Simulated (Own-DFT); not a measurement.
# Which defects push the lattice out? zincblende GaAs

The numbers are computed, not measured, by runs of the plane-wave DFT program Own-DFT (in-house, retired, unreviewed) at fixed positions, with no spin and no spin-orbit coupling.

All runs used: PBE; PseudoDojo norm-conserving scalar-relativistic files; cutoff 42 hartree; 3 x 3 x 3 k mesh centred on Gamma; Fermi-Dirac smearing of 0.1 eV.

Caveats (not all hold for every row): not probed for a lower state with spin; forces on such cells failed a check on a denser k mesh; forces not confirmed at this smearing and k mesh; forces on such cells passed a denser k mesh, each cell not checked; stress not checked against mesh or cutoff.

All runs share one cell, with vectors in Å (11.307, 0.000, 0.000); (0.000, 11.307, 0.000); (0.000, 0.000, 11.307) and a volume of 1445.4 Å³. Atoms were moved at random from their sites; u is the rms move along one axis. The defect's site can differ from row to row.

```
                                        cell     formula   u (Å)  P (GPa)
                                   no defect    As32Ga32  0.0193     3.51
                                   no defect    As32Ga32  0.0196     3.52
                                   no defect    As32Ga32  0.0493     4.00
                         one In on a Ga site  As32Ga31In  0.0271     4.28
                         one In on a Ga site  As32Ga31In  0.0304     4.35
                         one In on a Ga site  As32Ga31In  0.0502     4.53
                         one P on an As site   As31Ga32P  0.0293     3.32
                         one P on an As site   As31Ga32P  0.0297     3.34
                         one P on an As site   As31Ga32P  0.0318     3.41
one As on a Ga site and one Ga on an As site    As32Ga32  0.0288     3.92
one As on a Ga site and one Ga on an As site    As32Ga32  0.0308     3.88
one As on a Ga site and one Ga on an As site    As32Ga32  0.0481     4.13
one As on a Ga site and one Ga on an As site    As32Ga32  0.0538        ?
                         one As on a Ga site    As33Ga31  0.0314     4.31
                         one As on a Ga site    As33Ga31  0.0507     4.67
                         one As on a Ga site    As33Ga31  0.0513     4.62
```

## Worked fit

P = P0 + c u² + a shift for each defect gives P0 = 3.48 GPa, c = 189 ± 17 GPa/Å² and a scatter of 0.05 GPa. The shifts, and each times the cell's volume:

- one As on a Ga site: 0.66 ± 0.04 GPa, 6.0 eV
- one In on a Ga site: 0.64 ± 0.04 GPa, 5.8 eV
- one As on a Ga site and one Ga on an As site: 0.24 ± 0.04 GPa, 2.2 eV
- one P on an As site: -0.29 ± 0.04 GPa, -2.6 eV

Against the defect-free cell, a freed cell would be larger where the shift is positive and smaller where it is negative (160.2 GPa Å³ is 1 eV). The atoms around the defects weren't relaxed, which would change these numbers.

## Prediction

Q: what pressure belongs in the blank (one As on a Ga site and one Ga on an As site, u = 0.0538 Å)?

Estimate: 4.27 ± 0.06 GPa. DFT gave 4.27 GPa.
